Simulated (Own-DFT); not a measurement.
## Calculated data, Si$_{2}$SnGe$_{13}$ (diamond-structure random alloy, atoms displaced)

All values are calculated (Own-DFT development build). A calculation, not a measurement: plane-wave density functional theory by an unreviewed code, no spin, of a simulated periodic cell, stress positive in tension, run twice, with PBE and with PBEsol, both on files made for PBE, so the change isn't that of files made for PBEsol, forces on such cells moved up to 12 meV/angstrom on a denser k mesh; the far tail of each file's local potential was reset to the Coulomb form; each entry is a single point on an unrelaxed cell, so the pressure reflects the starting lattice, mostly measured values (interpolated for alloys), from which strain is counted, and rises with the displacements; printed positions are rounded, which can move forces by about a meV/angstrom; the program, named Own-DFT, is a retired in-house code; no spin-orbit coupling; stress was not checked against mesh or cutoff.

Common to all runs: functional PBE, then PBEsol; potential files PseudoDojo norm-conserving, scalar-relativistic, standard set; wave cutoff 49 hartree; occupations Fermi-Dirac; smearing width 0.1 eV; k mesh 3 x 3 x 3 centred on Gamma.

(1) Si$_{2}$SnGe$_{13}$ (diamond-structure random alloy, atoms displaced)

```
Si2SnGe13
1.0
     11.3631     0.0000     0.0000
      0.0000    11.3631     0.0000
      0.0000     0.0000    11.3631
Ge Sn Ge Si Ge Si Ge Sn Ge Si Ge Si Ge Si Ge Si Ge Sn Ge Sn Ge Si Ge
5 1 3 1 2 1 3 1 4 1 5 1 2 1 8 2 2 1 10 1 2 1 6
Direct
  0.00079 0.99318 0.99385
  0.00525 0.25405 0.24208
  0.24173 0.01209 0.24279
  0.24921 0.25374 0.00768
  0.12676 0.13108 0.11504
  0.12899 0.37286 0.37729
  0.36819 0.12321 0.36938
  0.37331 0.37947 0.12631
  0.99777 0.98692 0.50887
  0.00834 0.24910 0.74325
  0.23964 0.00278 0.74661
  0.24555 0.24828 0.49520
  0.12155 0.12095 0.62130
  0.12607 0.37547 0.86551
  0.37398 0.13349 0.87213
  0.38256 0.37076 0.63748
  0.00596 0.50788 0.00264
  0.00471 0.76121 0.25080
  0.25409 0.49665 0.26107
  0.25052 0.74651 0.99454
  0.12308 0.63005 0.12527
  0.11286 0.87781 0.37700
  0.38416 0.63044 0.37455
  0.37356 0.87224 0.13103
  0.99963 0.50737 0.50000
  0.99107 0.74947 0.74307
  0.24660 0.49504 0.74865
  0.24506 0.76168 0.49757
  0.12863 0.63396 0.62912
  0.12495 0.88139 0.86980
  0.36311 0.62967 0.87746
  0.36603 0.85860 0.61832
  0.50682 0.01477 0.98511
  0.49090 0.25304 0.24270
  0.73970 0.98786 0.24220
  0.73794 0.26047 0.00164
  0.64631 0.12055 0.13009
  0.61449 0.36871 0.37833
  0.87038 0.11499 0.36356
  0.88009 0.36561 0.13502
  0.50009 0.99998 0.49412
  0.49046 0.24932 0.74272
  0.75434 0.01005 0.74459
  0.74987 0.26127 0.50160
  0.63113 0.12838 0.63377
  0.62885 0.37074 0.87371
  0.87452 0.12232 0.87310
  0.86166 0.37528 0.63127
  0.50236 0.48841 0.00003
  0.51748 0.74439 0.24897
  0.75611 0.51326 0.25234
  0.74166 0.74371 0.00532
  0.63531 0.62017 0.11659
  0.60315 0.88480 0.37654
  0.87430 0.61987 0.38223
  0.86397 0.87598 0.13968
  0.50110 0.49416 0.49104
  0.50448 0.75554 0.74019
  0.75862 0.50602 0.74905
  0.73557 0.74313 0.49897
  0.63277 0.61810 0.63412
  0.62341 0.87331 0.87349
  0.87085 0.63545 0.88199
  0.88002 0.87836 0.61815
```

Results for Si$_{2}$SnGe$_{13}$ (diamond-structure random alloy, atoms displaced): PBE pressure 5.49 GPa; PBE stress xx -5.33 GPa; PBE stress yy -5.48 GPa; PBE stress zz -5.65 GPa; PBE stress yz 0.35 GPa; PBE stress xz -0.86 GPa; PBE stress xy 1.07 GPa; PBEsol pressure 2.63 GPa; PBEsol stress xx -2.48 GPa; PBEsol stress yy -2.63 GPa; PBEsol stress zz -2.79 GPa; PBEsol stress yz 0.32 GPa; PBEsol stress xz -0.82 GPa; PBEsol stress xy 1.01 GPa; rms change of force components from PBE to PBEsol 0.056 eV/Å.

Force:
```tsv
force element	PBE force x (eV/Å)	PBE force y (eV/Å)	PBE force z (eV/Å)	PBEsol force x (eV/Å)	PBEsol force y (eV/Å)	PBEsol force z (eV/Å)
Ge	-0.903	0.608	1.091	-0.865	0.608	1.034
Ge	-0.743	-2.035	0.215	-0.666	-2.015	0.233
Ge	-0.067	-1.764	0.758	-0.032	-1.666	0.709
Ge	0.536	0.651	-1.694	0.518	0.626	-1.64
Ge	-1.325	-0.788	0.079	-1.261	-0.753	0.097
Sn	-1.947	0.715	0.124	-1.877	0.694	0.11
Ge	0.862	0.143	0.542	0.796	0.18	0.483
Ge	-0.298	0.196	-0.063	-0.278	0.168	-0.054
Ge	1.129	2.508	-2.008	1.023	2.402	-1.922
Si	-1.131	-0.337	0.151	-1.148	-0.284	0.192
Ge	1.415	0.231	-0.374	1.377	0.182	-0.316
Ge	1.955	-1.896	2.705	1.92	-1.821	2.574
Si	-0.129	0.563	-0.338	-0.087	0.499	-0.371
Ge	-0.027	-1.131	0.488	0.024	-1.049	0.5
Ge	-0.956	-0.392	0.105	-0.903	-0.373	0.107
Ge	-1.918	1.849	-2.964	-1.855	1.78	-2.862
Sn	-1.62	-2.08	-0.527	-1.541	-1.973	-0.539
Ge	-0.384	-0.783	-0.13	-0.421	-0.795	-0.175
Ge	1.085	2.337	-1.86	1.063	2.254	-1.813
Ge	-0.499	1.255	0.852	-0.537	1.254	0.875
Ge	2.119	1.2	1.903	2.047	1.172	1.829
Si	1.827	0.656	-0.076	1.734	0.675	-0.106
Ge	-0.914	0.265	0.411	-0.845	0.209	0.375
Ge	0.557	0.443	-0.874	0.527	0.425	-0.848
Ge	1.243	-1.617	3.078	1.197	-1.557	2.976
Ge	0.542	0.568	0.97	0.529	0.558	0.928
Ge	0.999	1.203	0.008	0.935	1.127	-0.002
Si	-0.806	-1.557	-1.554	-0.753	-1.553	-1.478
Ge	0.036	-0.519	-0.845	-0.013	-0.536	-0.789
Ge	-0.271	-1.678	0.037	-0.267	-1.612	0.039
Si	2.124	-1.083	-1.285	2.046	-1.082	-1.236
Ge	1.462	2.371	0.801	1.412	2.334	0.806
Ge	-0.123	-0.945	1.678	-0.106	-0.917	1.609
Ge	1.127	-1.257	0.468	1.08	-1.2	0.474
Ge	-0.139	0.374	2.853	-0.123	0.379	2.743
Ge	2.711	-1.184	0.895	2.59	-1.182	0.839
Ge	-2.945	1.634	-1.502	-2.857	1.577	-1.471
Ge	-0.126	1.193	-2.624	-0.142	1.171	-2.516
Ge	0.941	0.089	0.42	0.906	0.086	0.406
Si	-1.755	1.544	-1.068	-1.722	1.512	-1.039
Si	-1.716	1.372	1.985	-1.686	1.346	1.937
Ge	2.316	-1.202	1.785	2.237	-1.157	1.732
Ge	0.244	-2.012	0.71	0.242	-1.926	0.693
Sn	-0.069	-2.581	-1.569	-0.09	-2.49	-1.506
Ge	-1.98	-0.603	-1.082	-1.888	-0.56	-1.012
Ge	-1.073	0.92	-1.528	-1.043	0.884	-1.445
Ge	0.558	1.465	0.371	0.514	1.372	0.362
Ge	4.003	1.174	1.172	3.839	1.177	1.119
Ge	-0.577	1.575	-0.668	-0.534	1.494	-0.616
Ge	-1.33	0.13	-0.714	-1.297	0.139	-0.674
Ge	-1.692	-3.675	-1.837	-1.658	-3.525	-1.773
Ge	1.048	2.27	-0.964	1.016	2.179	-0.934
Ge	-1.66	-1.365	1.025	-1.588	-1.304	1.011
Ge	2.135	-1.44	-0.462	2.12	-1.473	-0.53
Sn	0.583	3	-0.575	0.551	2.905	-0.556
Ge	1.828	-1.256	-2.534	1.761	-1.223	-2.439
Ge	-0.504	0.841	2.001	-0.475	0.8	1.921
Si	-0.769	-1.222	1.078	-0.726	-1.171	1.028
Ge	-0.292	-0.242	1.904	-0.293	-0.236	1.816
Ge	-0.062	2.148	0.54	-0.045	2.061	0.537
Ge	-1.961	0.426	-0.954	-1.846	0.39	-0.959
Ge	0.246	0.392	-0.644	0.261	0.419	-0.584
Ge	-0.035	-0.04	-1.057	-0.038	-0.044	-1.03
Ge	-2.881	-1.622	1.172	-2.762	-1.561	1.142
```

(2) Si$_{2}$SnGe$_{13}$ (diamond-structure random alloy, atoms displaced)

```
Si2SnGe13
1.0
     11.3631     0.0000     0.0000
      0.0000    11.3631     0.0000
      0.0000     0.0000    11.3631
Ge Si Ge Sn Si Ge Si Ge Si Ge Sn Ge Si Sn Ge Si Ge Sn Ge Si Ge
5 1 4 1 1 16 1 2 1 4 1 4 2 1 3 1 5 1 1 1 8
Direct
  0.00113 0.99857 0.00257
  0.00594 0.25432 0.24328
  0.23985 0.00232 0.26135
  0.25107 0.25180 0.00323
  0.12017 0.11656 0.13202
  0.12570 0.37128 0.37004
  0.37274 0.12556 0.37384
  0.36594 0.37623 0.11971
  0.99928 0.99419 0.49244
  0.99876 0.23662 0.75220
  0.23967 0.99531 0.75340
  0.25606 0.25224 0.51183
  0.12446 0.13283 0.61616
  0.12301 0.38092 0.86351
  0.35353 0.11074 0.88355
  0.37200 0.36262 0.62546
  0.00259 0.49384 0.00189
  0.99914 0.75247 0.25712
  0.26400 0.50174 0.24763
  0.23250 0.74583 0.00231
  0.12146 0.61963 0.14010
  0.11659 0.86779 0.37618
  0.38084 0.63161 0.38137
  0.38045 0.88141 0.12251
  0.99392 0.49927 0.50508
  0.99441 0.74283 0.74675
  0.25554 0.49894 0.75503
  0.24698 0.74668 0.50653
  0.13731 0.63865 0.62109
  0.13328 0.87590 0.87545
  0.39022 0.62773 0.87934
  0.38547 0.88669 0.61840
  0.50748 0.99486 0.00114
  0.50249 0.25996 0.24730
  0.75143 0.99309 0.25616
  0.75257 0.24704 0.00478
  0.63366 0.13415 0.12066
  0.63366 0.37464 0.37358
  0.88576 0.12119 0.36638
  0.86266 0.37260 0.12216
  0.50469 0.00639 0.49022
  0.51244 0.24198 0.74902
  0.74484 0.00310 0.75691
  0.75655 0.25262 0.50154
  0.63205 0.12172 0.61925
  0.62658 0.36985 0.86563
  0.87784 0.12756 0.87390
  0.88800 0.37193 0.63189
  0.50657 0.50172 0.00067
  0.49988 0.76605 0.24338
  0.75645 0.50389 0.24848
  0.74882 0.74112 0.00360
  0.61970 0.62029 0.11529
  0.61872 0.86685 0.37259
  0.86781 0.61582 0.37907
  0.89762 0.88095 0.12365
  0.51719 0.49695 0.48594
  0.50858 0.75963 0.75040
  0.74737 0.50990 0.75090
  0.74755 0.74176 0.50405
  0.63184 0.63114 0.63263
  0.61746 0.88728 0.87386
  0.87849 0.63362 0.87282
  0.89173 0.88513 0.62426
```

It finds PBE pressure 5.35 GPa; PBE stress xx -4.98 GPa; PBE stress yy -5.34 GPa; PBE stress zz -5.72 GPa; PBE stress yz 0.28 GPa; PBE stress xz 0.52 GPa; PBE stress xy -1.6 GPa; PBEsol pressure 2.49 GPa; PBEsol stress xx -2.15 GPa; PBEsol stress yy -2.47 GPa; PBEsol stress zz -2.85 GPa; PBEsol stress yz 0.28 GPa; PBEsol stress xz 0.5 GPa; PBEsol stress xy -1.55 GPa; rms change of force components from PBE to PBEsol 0.052 eV/Å.

Force:
```tsv
force element	PBE force x (eV/Å)	PBE force y (eV/Å)	PBE force z (eV/Å)	PBEsol force x (eV/Å)	PBEsol force y (eV/Å)	PBEsol force z (eV/Å)
Ge	0.705	0.449	-1.345	0.742	0.484	-1.334
Ge	-0.609	0.032	0.261	-0.629	-0.034	0.222
Ge	0.979	-0.817	-0.579	0.94	-0.78	-0.566
Ge	-1.528	-0.536	-0.563	-1.465	-0.53	-0.541
Ge	0.605	1.076	-0.812	0.576	1.044	-0.776
Si	0.83	0.642	1.029	0.782	0.646	0.97
Ge	-0.105	1.179	0.318	-0.073	1.101	0.291
Ge	1.774	0.284	0.069	1.719	0.283	0.077
Ge	0.875	1.604	0.001	0.845	1.541	0
Ge	0.775	1.65	-0.764	0.776	1.569	-0.714
Sn	1.22	0.78	-3.995	1.154	0.792	-3.819
Si	-1.196	-0.461	-2.585	-1.143	-0.478	-2.498
Ge	-0.586	-0.679	-0.402	-0.615	-0.699	-0.332
Ge	-0.089	-1.193	1.102	-0.074	-1.152	1.079
Ge	3.721	2.232	1.173	3.585	2.155	1.162
Ge	2.147	1.491	0.934	2.086	1.496	0.94
Ge	-0.538	0.608	-0.051	-0.522	0.59	-0.052
Ge	-1.011	-1.051	-0.652	-0.926	-1.041	-0.594
Ge	-1.162	0.071	1.439	-1.115	0.086	1.351
Ge	2	-0.292	0.57	1.934	-0.261	0.545
Ge	-0.061	-0.071	-0.677	-0.045	-0.06	-0.67
Ge	1.59	0.099	0.696	1.524	0.109	0.669
Ge	0.324	-0.175	-0.764	0.316	-0.178	-0.756
Ge	-2.133	-0.143	-0.119	-2.03	-0.145	-0.108
Ge	1.931	-0.089	-0.183	1.836	-0.048	-0.22
Ge	1.935	1.263	-0.514	1.838	1.254	-0.47
Ge	0.575	1.093	-1.169	0.567	1.017	-1.106
Ge	1.921	2.181	-1.22	1.888	2.143	-1.267
Si	-2.105	-2.771	1.93	-2.07	-2.709	1.895
Ge	-3.653	-2.651	1.795	-3.543	-2.573	1.76
Ge	-1.45	0.554	-0.261	-1.397	0.52	-0.251
Si	-0.282	-1.209	-0.01	-0.27	-1.185	-0.015
Ge	-1.939	1.297	-0.028	-1.891	1.231	-0.034
Ge	-1.271	0.166	0.608	-1.225	0.163	0.587
Ge	2.143	0.48	-1.405	2.068	0.502	-1.336
Ge	1.721	2.159	-3.696	1.68	2.107	-3.573
Sn	-1.836	-2.577	2.226	-1.782	-2.503	2.158
Ge	-0.246	0.48	-1.772	-0.249	0.484	-1.716
Ge	-0.263	0.09	-0.232	-0.257	0.074	-0.224
Ge	1.748	0.601	0.341	1.693	0.578	0.327
Ge	-1.073	0.634	1.335	-1.016	0.639	1.264
Si	-1.918	-0.636	-0.053	-1.87	-0.618	-0.062
Si	1.104	-0.042	-0.932	1.075	-0.035	-0.913
Sn	1.522	-0.249	-0.078	1.427	-0.282	-0.116
Ge	-0.934	-0.735	1.535	-0.907	-0.705	1.42
Ge	0.321	0.416	0.777	0.355	0.452	0.794
Ge	-1.092	-1.122	0.887	-1.02	-1.047	0.884
Si	-0.751	1.018	0.959	-0.734	0.998	0.936
Ge	-0.946	-1.984	-0.938	-0.92	-1.896	-0.906
Ge	-1.986	-3.586	-1.836	-1.938	-3.466	-1.777
Ge	-1.392	-0.36	-0.689	-1.347	-0.368	-0.656
Ge	0.814	2.153	-0.345	0.769	2.041	-0.358
Ge	0.83	0.954	2.239	0.815	0.923	2.143
Sn	2.169	0.533	1.801	2.105	0.536	1.739
Ge	0.817	1.188	0.209	0.781	1.143	0.208
Si	-2.856	-1.4	0.989	-2.79	-1.365	0.978
Ge	-1.613	0.915	2.143	-1.552	0.893	2.055
Ge	-1.166	-0.064	-0.723	-1.089	-0.089	-0.661
Ge	1.527	-1.522	0.255	1.452	-1.44	0.265
Ge	1.567	0.864	0.408	1.503	0.808	0.389
Ge	-1.282	-0.676	-0.713	-1.209	-0.648	-0.69
Ge	2.017	-1.533	-0.037	1.893	-1.517	-0.003
Ge	-0.598	-1.564	1.022	-0.598	-1.509	0.973
Ge	-2.537	-1.049	1.095	-2.417	-1.043	1.033
```
